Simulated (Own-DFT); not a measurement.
## Calculated data, Hf36O71 (tetragonal hafnia with one neutral oxygen vacancy, atoms displaced)

All values are calculated (Own-DFT development build). A calculation, not a measurement: plane-wave PBE and HSE06 DFT by an unreviewed code, no spin, of a simulated cell at Gamma alone, so results move with cell size and shape, stress positive in tension, energies less offsets, not probed for a lower state with spin; hafnium file: forces about 75 meV/angstrom off all-electron values; oxygen file: force components 24 meV/angstrom off all-electron in a glass; k mesh not checked against a denser one; forces and stress are PBE's, HSE06 gives the energy alone, and its difference from PBE has offsets of its own; offsets are fitted by least squares, one for each functional and potential file, so energies compare only between cells with the same atoms and settings and are not formation energies; the far tail of each file's local potential was reset to the Coulomb form; each entry is a single point on an unrelaxed cell, so the pressure reflects the starting lattice, taken from the Materials Project, from which strain is counted, and rises with the displacements; printed positions are rounded, which can move forces by about a meV/angstrom; the program is a retired in-house code; no spin-orbit coupling.

```xyz
107
Lattice="10.7800 0.0000 0.0000 0.0000 10.7800 0.0000 0.0000 0.0000 10.4493" Properties=species:S:1:pos:R:3:force_x:R:1:force_y:R:1:force_z:R:1 formula=Hf36O71 first_functional=PBE second_functional=HSE06 exact_exchange_share=0.25 screening=0.11 exchange_divergence=Gygi-Baldereschi potential_files=PseudoDojo_norm-conserving,scalar-relativistic,made_for_PBE,standard_set wave_cutoff=48 occupations=fixed k_mesh=1_x_1_x_1_centred_on_Gamma PBE_energy_of_cell_above_offsets=-87.437 HSE06_less_PBE_above_offsets=0.436 PBE_pressure=6.93 PBE_stress_xx=-4.7 PBE_stress_yy=-8.77 PBE_stress_zz=-7.32 PBE_stress_yz=-0.4 PBE_stress_xz=-0.83 PBE_stress_xy=-0.26
Hf    10.6760     0.1603    10.4421      1.703     -5.437      0.057
Hf     1.7726     1.7957     2.6527     -1.023      1.111      0.968
O     10.7643     1.7421     1.5570      2.827      0.881      -0.67
O      1.8024     0.1105     3.7049      1.182      -2.07     -0.329
O      0.0620     1.6642     4.1221     -0.196      3.285     -0.474
O      1.8442    10.6004     0.9466     -2.215      0.973      0.402
Hf     0.0462     0.0852     5.1734     -1.705     -2.716      1.404
Hf     1.7395     1.7688     7.8144      0.401     -0.231     -1.071
O     10.7402     1.9227     6.7477     -0.048     -0.907      0.719
O      1.7791     0.0055     8.8685      0.799      1.206      0.525
O      0.1141     1.7725     9.4248      0.254      1.374     -1.703
O      1.6951     0.0974     6.2741      1.955     -0.121      0.271
Hf     0.1006     3.4149     0.0145     -4.675      3.848      0.076
Hf     1.7424     5.5216     2.5015      0.325     -1.176      0.453
O     10.7666     5.4281     1.6227     -0.402     -0.614      0.759
O      1.7876     3.6285     3.6537      0.019     -0.313     -1.449
O      0.0085     5.3699     4.2942     -0.175      1.195     -2.925
O      1.7188     3.6946     0.9886      1.875     -0.314       0.57
Hf     0.0411     3.7060     5.1863     -1.942     -2.579      2.176
Hf     1.9009     5.3277     7.9797     -2.087      4.397     -4.184
O     10.7428     5.3952     6.8066      0.964     -0.512       0.36
O      1.8975     3.6195     8.6748     -0.828     -3.072      2.915
O      0.0044     5.4539     9.4933       0.44     -4.717     -1.047
O      1.7921     3.6963     6.1084      1.094     -0.824      1.072
Hf     0.0361     7.0919    10.3878     -3.105      3.165     -0.984
Hf     1.7371     8.8974     2.6021     -0.651      1.384      -0.28
O      0.0635     9.0343     1.5459     -2.696      0.593       0.55
O      1.6750     7.2003     3.6334      1.383     -1.277     -0.001
O     10.7709     8.9604     4.1365     -0.267      1.165      0.566
O      1.5594     7.1743     1.1118       4.79     -0.062      0.841
Hf    10.6878     7.0562     5.2223      2.972      2.681      2.234
Hf     1.7373     9.1247     7.8893     -0.957     -3.661     -1.013
O      0.0662     8.9915     6.8585     -1.718      0.601     -0.718
O      1.7404     7.0840     8.9151     -0.039      2.036      0.046
O     10.6637     8.9745     9.3544      1.139      0.962      1.067
O      1.8350     7.1892     6.1755     -0.204     -0.354     -0.623
Hf     3.5521     0.1045     0.1222      1.624     -0.388     -1.487
Hf     5.4749     1.8285     2.6659      1.454     -2.392     -1.853
O      3.3839     1.6587     1.5315      2.427       1.28      0.277
O      5.3738     0.0190     3.5998     -0.557     -0.047      0.072
O      3.6465     1.8697     4.3722     -0.539     -1.422     -1.517
O      5.5177     0.1166     1.0350     -2.636     -0.685      0.193
Hf     3.4929    10.7794     5.1190      1.441     -0.684      1.256
Hf     5.3608     1.8681     7.8124      0.585     -2.214      1.335
O      3.6201     1.7476     6.9827      -1.93      0.522     -2.076
O      5.3050     0.0838     8.8015      -1.26     -1.246      0.016
O      3.4878     1.9149     9.4077     -0.036      -1.55      1.409
O      5.4239     0.0696     6.2080     -0.777     -0.974     -0.337
Hf     3.5157     3.5656     0.0309      2.075      1.434      -0.01
Hf     5.2556     5.2982     2.7186      3.209      1.085      -0.51
O      3.7559     5.2698     1.5839     -4.606      0.467     -0.823
O      5.3996     3.4720     3.6425     -0.008      2.276      0.554
O      3.7173     5.3417     4.1301     -0.911     -0.314      0.395
O      5.4353     3.6855     1.0373     -1.072     -1.805     -0.867
Hf     3.6214     3.6111     5.2417     -1.181      0.873      0.359
Hf     5.3379     5.3260     7.8110      1.877      2.184     -1.394
O      3.5751     5.3718     6.7458      0.989      -0.81      0.628
O      5.2832     3.6191     8.7754      0.225      0.119      1.234
O      3.4774     5.4751     9.4950      0.353     -3.176     -1.062
O      5.5214     3.5210     6.0718     -3.555       0.42      3.126
Hf     3.5855     7.2284    10.3096     -0.009     -3.172      4.654
Hf     5.4184     8.9638     2.5736     -0.928     -0.432      0.778
O      3.5046     9.0096     1.6812      1.606     -0.009     -0.938
O      5.3782     7.1968     3.7084      0.144     -0.393     -0.833
O      3.7162     8.9366     4.2274     -0.915      1.133     -0.654
O      5.2944     7.2515     1.0961      0.346      0.321     -0.873
Hf     3.6358     7.1176     5.0642     -0.735      0.895      3.018
Hf     5.2285     8.9812     7.6970      1.672      0.383      1.368
O      3.5680     8.9396     6.6944     -0.496      1.171      0.687
O      5.3890     7.0472     8.7891     -0.404      2.054      1.156
O      3.5126     8.7197     9.3692      0.635      6.913     -3.069
O      5.4253     7.0625     6.2853     -0.088      0.952      -0.88
Hf     7.2132    10.7357     0.0281       0.09      3.844      1.312
Hf     9.1114     1.7573     2.6944     -2.512      3.906      -1.79
O      7.2711     1.7866     1.7163      -1.15      0.692      0.515
O      9.0277     0.1092     3.5718     -0.568     -4.123      1.848
O      7.1804     1.7538     4.2567     -0.105      0.314      0.515
O      9.0307     0.2784     0.9996     -1.272      -1.92      0.499
Hf     7.1700    10.7309     5.2186     -0.124      0.487      0.026
Hf     8.8713     1.7826     7.8576      1.008      1.946     -0.624
O      7.1619     1.7759     7.0135      0.034     -0.624     -2.159
O      9.0047     0.0309     8.8743      0.565      0.849       -0.1
O      7.1942     1.7761     9.4781     -0.039      0.974      0.339
Hf     7.2095     3.6347    10.4094      1.235     -0.329      1.072
Hf     8.9639     5.5247     2.6654     -0.795      -2.36     -1.753
O      7.0985     5.3694     1.7680       0.85      0.855     -1.771
O      9.0932     3.6020     3.6169      0.088      0.212      0.397
O      7.2322     5.4159     4.1704     -0.017      0.136      1.387
O      8.9571     3.5720     1.0237      1.104      0.096     -0.937
Hf     7.1231     3.6320     5.1592      5.338     -0.054     -0.633
Hf     8.9504     5.3392     7.9170      2.207      2.092      -0.42
O      7.3318     5.4538     6.9318     -4.395     -0.121      -1.97
O      8.9414     3.6565     8.8802      0.381     -2.709      1.266
O      7.2716     5.5004     9.3636     -1.399     -2.382      2.026
O      8.8767     3.6170     6.3658       0.32     -0.555     -1.746
Hf     7.1133     7.1049     0.0986      1.286      0.826     -0.752
Hf     9.0258     9.0495     2.6313       1.09     -0.602     -0.364
O      7.2114     8.8798     1.6218      0.986      0.795     -0.712
O      8.9971     7.2392     3.6358     -0.001      0.748       0.48
O      7.1195     8.9807     4.0969      0.794      0.525      1.251
O      8.9638     7.0528     0.9667     -0.268      0.239      1.335
Hf     7.2532     7.2255     5.2512     -0.823     -1.021      0.288
Hf     8.8930     9.1167     7.8012      3.926     -2.452      2.244
O      7.2671     8.9986     6.8199     -3.103     -0.048     -1.818
O      8.9275     7.1888     8.9381     -0.396      1.253     -1.279
O      7.1236     9.2584     9.4266     -0.161     -5.263     -1.879
O      9.0276     7.1075     6.2317     -1.384      1.107       0.01
```

Units: screening in 1/bohr; wave_cutoff in hartree; PBE_energy_of_cell_above_offsets, HSE06_less_PBE_above_offsets in eV; PBE_pressure, PBE_stress_xx, PBE_stress_yy, PBE_stress_zz, PBE_stress_yz, PBE_stress_xz, PBE_stress_xy in GPa; force_x, force_y, force_z in eV/Å.
